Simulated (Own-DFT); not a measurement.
# Point defects and the pressure they add: zincblende GaAs

No measurement is shown. These are fixed-geometry runs of a retired plane-wave code named Own-DFT, which no person has reviewed; spin and spin-orbit coupling are neglected.

All runs used: PBE; PseudoDojo norm-conserving scalar-relativistic files; cutoff 42 hartree; 3 x 3 x 3 k mesh centred on Gamma; Fermi-Dirac smearing of 0.1 eV.

Caveats (not all hold for every row): not probed for a lower state with spin; forces on such cells failed a check on a denser k mesh; forces not confirmed at this smearing and k mesh; forces on such cells passed a denser k mesh, each cell not checked; stress not checked against mesh or cutoff.

All runs share one cell, with vectors in Å (11.307, 0.000, 0.000); (0.000, 11.307, 0.000); (0.000, 0.000, 11.307) and a volume of 1445.4 Å³. Atoms were moved at random from their sites; u is the rms move along one axis. The defect's site can differ from row to row.

| cell | formula | u (Å) | P (GPa) |
|---|---|---|---|
| no defect | As32Ga32 | 0.0197 | 3.51 |
| no defect | As32Ga32 | 0.0213 | 3.52 |
| no defect | As32Ga32 | 0.0497 | 3.90 |
| one As on a Ga site and one Ga on an As site | As32Ga32 | 0.0309 | 3.95 |
| one As on a Ga site and one Ga on an As site | As32Ga32 | 0.0504 | 4.28 |
| one As on a Ga site and one Ga on an As site | As32Ga32 | 0.0508 | 4.30 |
| one Al on a Ga site | AlAs32Ga31 | 0.0508 | 3.93 |
| one Al on a Ga site | AlAs32Ga31 | 0.0526 | 4.05 |
| one Al on a Ga site | AlAs32Ga31 | 0.0541 | 4.08 |
| two Ga vacancies | As32Ga30 | 0.0295 | ? |
| two Ga vacancies | As32Ga30 | 0.0305 | 2.95 |
| two Ga vacancies | As32Ga30 | 0.0305 | 3.05 |
| two Ga vacancies | As32Ga30 | 0.0316 | 3.02 |
| two As vacancies | As30Ga32 | 0.0290 | 3.28 |
| two As vacancies | As30Ga32 | 0.0500 | 3.32 |
| two As vacancies | As30Ga32 | 0.0524 | 3.72 |

## Analysis

P = P0 + c u² + a shift for each defect gives P0 = 3.44 GPa, c = 185 ± 36 GPa/Å² and a scatter of 0.09 GPa. The shifts, and each times the cell's volume:

- one As on a Ga site and one Ga on an As site: 0.36 ± 0.08 GPa, 3.3 eV
- one Al on a Ga site: 0.07 ± 0.10 GPa, 0.6 eV (not resolved)
- two As vacancies: -0.37 ± 0.08 GPa, -3.3 eV (-1.7 eV for each of its 2 sites)
- two Ga vacancies: -0.61 ± 0.08 GPa, -5.5 eV (-2.7 eV for each of its 2 sites)

A positive shift means that the defect pushes the cell outwards. Shift times volume (160.2 GPa Å³ is 1 eV) depends little on the cell's size, so, taken for each site, it can be compared between cells at like pressure. The atoms around the defects weren't relaxed, which would change these numbers.

## The run left out

Asked: what pressure belongs in the blank (two Ga vacancies, u = 0.0295 Å)?

From the fit: 2.99 ± 0.11 GPa. The calculation gave 3.00 GPa.
